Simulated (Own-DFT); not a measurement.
## Calculated data, SiC (2H silicon carbide, atoms displaced)

A calculation, not a measurement: plane-wave PBE density functional theory by an unreviewed code, no spin, of a simulated periodic cell, stress positive in tension, free energy of the whole cell less one offset for each atom, forces on such cells passed a denser k mesh, this cell's mesh not checked; offsets are fitted by least squares, one for each functional and potential file, so energies compare only between cells with the same atoms and settings and are not formation energies; the far tail of each file's local potential was reset to the Coulomb form; each entry is a single point on an unrelaxed cell, so the pressure reflects the starting lattice, mostly measured values (interpolated for alloys), from which strain is counted, and rises with the displacements; printed positions are rounded, which can move forces by about a meV/angstrom; the program, named Own-DFT, is a retired in-house code; no spin-orbit coupling; before rounding, a Quantum ESPRESSO 7.3.1 run of the same cell and cutoff gave forces within 1 meV/angstrom rms on each cell, which checks the program and not the settings. Program: Own-DFT development build.

```json
{"formula": "SiC", "kind": "2H silicon carbide, atoms displaced", "structure": {"cell_angstrom": [[9.2481, 0.0, 0.0], [-4.6241, 8.0091, 0.0], [0.0, 0.0, 10.0681]], "atoms_fractional": [["Si", 0.99349, 0.00136, 0.9988], ["Si", 0.11809, 0.22572, 0.24292], ["C", 0.99525, 0.01548, 0.1831], ["C", 0.1096, 0.22476, 0.43687], ["Si", 0.01731, 0.0044, 0.4973], ["Si", 0.09989, 0.22842, 0.75261], ["C", 0.00407, 0.00532, 0.69104], ["C", 0.10818, 0.2091, 0.93066], ["Si", 0.00532, 0.33076, 0.99158], ["Si", 0.11119, 0.55738, 0.258], ["C", 0.00899, 0.33968, 0.19093], ["C", 0.11351, 0.57141, 0.42843], ["Si", 0.99149, 0.33436, 0.51101], ["Si", 0.11168, 0.55715, 0.74425], ["C", 0.00296, 0.34095, 0.69246], ["C", 0.1136, 0.56292, 0.93256], ["Si", 0.98972, 0.65778, 0.99225], ["Si", 0.11691, 0.89482, 0.2476], ["C", 0.0046, 0.66365, 0.1916], ["C", 0.10207, 0.88978, 0.43589], ["Si", 0.98808, 0.6615, 0.50126], ["Si", 0.10356, 0.88908, 0.7558], ["C", 0.99328, 0.67584, 0.68861], ["C", 0.11142, 0.89542, 0.94195], ["Si", 0.33063, 0.99875, 0.00495], ["Si", 0.44589, 0.22087, 0.24808], ["C", 0.3391, 0.00145, 0.17968], ["C", 0.44669, 0.22773, 0.43328], ["Si", 0.32505, 0.9862, 0.5014], ["Si", 0.44218, 0.22602, 0.74874], ["C", 0.34396, 0.00677, 0.69099], ["C", 0.43925, 0.21734, 0.9324], ["Si", 0.33291, 0.32623, 0.00093], ["Si", 0.44955, 0.56039, 0.25539], ["C", 0.33222, 0.33513, 0.19676], ["C", 0.44748, 0.55317, 0.43392], ["Si", 0.3316, 0.32795, 0.49609], ["Si", 0.45977, 0.56121, 0.76704], ["C", 0.31771, 0.3177, 0.68639], ["C", 0.4444, 0.55494, 0.93621], ["Si", 0.32899, 0.65632, 0.00627], ["Si", 0.44455, 0.88235, 0.25158], ["C", 0.33865, 0.66908, 0.19119], ["C", 0.44401, 0.89737, 0.44179], ["Si", 0.34159, 0.68055, 0.51525], ["Si", 0.4465, 0.90023, 0.7533], ["C", 0.32979, 0.66005, 0.68376], ["C", 0.43756, 0.88471, 0.92582], ["Si", 0.67365, 0.01387, 0.99253], ["Si", 0.77603, 0.22397, 0.24864], ["C", 0.66643, 0.00674, 0.19015], ["C", 0.77688, 0.23099, 0.45081], ["Si", 0.67036, 0.00885, 0.49761], ["Si", 0.78192, 0.23165, 0.75615], ["C", 0.66835, 0.00911, 0.69257], ["C", 0.78615, 0.22513, 0.93204], ["Si", 0.66199, 0.3266, 0.99789], ["Si", 0.77445, 0.55864, 0.24423], ["C", 0.67637, 0.33787, 0.19237], ["C", 0.77407, 0.56092, 0.43456], ["Si", 0.66819, 0.32935, 0.49574], ["Si", 0.77352, 0.5525, 0.7536], ["C", 0.66107, 0.34107, 0.67867], ["C", 0.78004, 0.54369, 0.92974], ["Si", 0.66685, 0.65816, 0.99289], ["Si", 0.78948, 0.90638, 0.24532], ["C", 0.67224, 0.67244, 0.18722], ["C", 0.76188, 0.87527, 0.44925], ["Si", 0.66752, 0.66081, 0.50091], ["Si", 0.77365, 0.88682, 0.74444], ["C", 0.6661, 0.66993, 0.68386], ["C", 0.78016, 0.88367, 0.93448]]}, "settings": {"functional": "PBE", "potential_files": "PseudoDojo norm-conserving, scalar-relativistic, standard set", "wave_cutoff [hartree]": 42.0, "occupations": "Fermi-Dirac", "smearing_width [eV]": 0.1, "k_mesh": "4 x 4 x 3 centred on Gamma"}, "results": {"stress_yy [GPa]": null, "stress_xx [GPa]": null}}
```

Question: Estimate the stress yy of SiC (2H silicon carbide, atoms displaced).
Answer: -3.93 GPa

Question: Give the missing stress xx for SiC (2H silicon carbide, atoms displaced).
Answer: -4.41 GPa

Further results for SiC (2H silicon carbide, atoms displaced):

```
free energy of cell above offsets : -3.989 eV
pressure                          : 6.02 GPa
stress zz                         : -9.72 GPa
stress yz                         : -0.29 GPa
stress xz                         : 0.29 GPa
stress xy                         : 0.9 GPa
```

Force:
```csv
element,x (eV/Å),y (eV/Å),z (eV/Å)
Si,1.019,-1.24,-0.229
Si,-2.063,0.726,2.418
C,3.108,-1.287,-0.158
C,-0.389,-0.146,-0.186
Si,-4.883,0.852,1.911
Si,3.29,-1.752,-1.433
C,-1.023,-0.217,-0.926
C,-0.609,2.72,1.718
Si,-0.071,1.345,1.824
Si,0.726,-0.187,-3.135
C,-0.948,-0.641,-1.206
C,0.591,-1.218,5.567
Si,2.216,1.106,-2.603
Si,-0.39,1.925,0.788
C,-1.657,-0.3,-0.204
C,0.671,-1.684,0.281
Si,2.015,2.21,2.135
Si,-0.95,-0.828,-0.502
C,-1.734,1.024,-1.674
C,3.246,-1.398,-0.816
Si,0.437,1.266,-0.851
Si,1.347,1.658,-0.352
C,1.403,-1.619,-0.104
C,-0.394,-1.603,0.231
Si,0.504,-0.796,-3.177
Si,0.167,0.491,0.481
C,-0.261,-0.107,2.919
C,0.564,-2.055,0.358
Si,-1.234,3.062,0.509
Si,-0.233,-0.499,-1.166
C,-2.424,-1.003,-0.934
C,0.973,0.504,1.551
Si,-0.727,0.49,0.117
Si,0.233,-0.049,-0.822
C,1.975,0.417,-2.653
C,-1.058,0.501,2.23
Si,-0.676,1.24,0.725
Si,-2.49,-1.514,-6.259
C,0.596,2.478,0.52
C,0.213,-1.03,3.578
Si,-0.443,2.239,-1.253
Si,-0.458,1.52,0.154
C,-0.419,-1.013,-0.286
C,1.605,-1.066,-1.041
Si,0.437,-1.861,-5.168
Si,0.988,-1.68,-2.301
C,0.734,1.205,4.111
C,0.79,0.411,4.721
Si,-0.276,-3.602,0.656
Si,1.914,0.82,1.18
C,0.164,-0.341,-0.98
C,2.263,-1.666,-2.987
Si,-0.001,-1.31,1.649
Si,-1.233,-0.647,-3.02
C,0.383,-0.208,-0.671
C,-0.985,0.78,1.862
Si,0.519,0.045,0.555
Si,1.55,0.722,1.378
C,-2.014,-0.415,-1.872
C,1.458,-1.848,-0.257
Si,-3.579,2.281,0.457
Si,-0.252,0.721,-2.967
C,1.2,-0.608,2.116
C,-2.135,0.02,1.851
Si,-0.038,1.346,1.654
Si,-1.801,-2.816,2.103
C,-0.57,0.239,-1.281
C,1.541,3.516,-2.408
Si,-2.031,-0.196,-0.323
Si,0.616,1.389,0.097
C,0.516,-0.875,1.825
C,-1.521,0.059,-0.022
```
